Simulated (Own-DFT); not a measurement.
# PBE against PBEsol on the same cells

Calculated results; nothing here was measured. They come from Own-DFT, an in-house plane-wave density functional program, since retired, whose code no person has reviewed. Each row is one single-point run on a periodic cell that was not relaxed, without spin or spin-orbit coupling.

Known limits, some of them of some rows only: forces on such cells failed a check on a denser k mesh; forces on such cells moved up to 12 meV/angstrom on a denser k mesh; forces on such cells passed a denser k mesh, each cell not checked; stress not checked against mesh or cutoff.

Each cell was run twice at the same cutoff, k mesh and smearing, with PBE and with PBEsol, on PseudoDojo norm-conserving files made for PBE. Atoms were moved at random from their sites; u is the rms move along one axis. Files made for PBEsol would give a somewhat different change.

```
cell,atoms,volume (Å³/atom),u (Å),cutoff (hartree),P with PBE (GPa),P with PBEsol (GPa),change (GPa)
C11b WSi2 (Si20W10),30,13.44,0.153,50,21.34,17.20,-4.14
C11b WSi2 (Si20W10),30,13.44,0.148,50,19.43,15.33,-4.10
C11b WSi2 (Si20W10),30,13.44,0.050,50,6.07,1.97,-4.10
C40 NbSi2 (Nb12Si24),36,14.64,0.049,42,2.58,-1.07,-3.65
C40 NbSi2 (Nb12Si24),36,14.65,0.045,42,2.80,-0.86,-3.66
C40 NbSi2 (Nb12Si24),36,14.32,0.059,42,7.46,?,?
D0_22 TiAl3 (Al30Ti10),40,15.66,0.045,42,2.70,0.80,-1.90
D0_22 TiAl3 (Al30Ti10),40,15.63,0.021,42,1.98,0.08,-1.90
D0_22 TiAl3 (Al30Ti10),40,15.63,0.145,42,8.64,6.73,-1.90
beta-Si3N4 (N64Si48),112,10.41,0.050,42,8.27,5.86,-2.40
beta-Si3N4 (N24Si18),42,10.53,0.049,42,5.22,2.84,-2.38
beta-Si3N4 (N24Si18),42,10.51,0.045,42,5.89,3.51,-2.38
```

## Worked reading

Mean change of pressure by composition, in GPa: Si2W, -4.11; NbSi2, -3.65; N4Si3, -2.39; Al3Ti, -1.90. At a fixed cell PBEsol gives the lower pressure, because it favours a smaller volume than PBE. Here the change varies more between materials than between cells of one material.

## Withheld value

Question: what PBEsol pressure should the Nb12Si24 cell with the blank give?

Adding the mean change of the cells with its composition, -3.65 GPa, to 7.46 gives 3.8 GPa. The calculation gave 3.70 GPa.
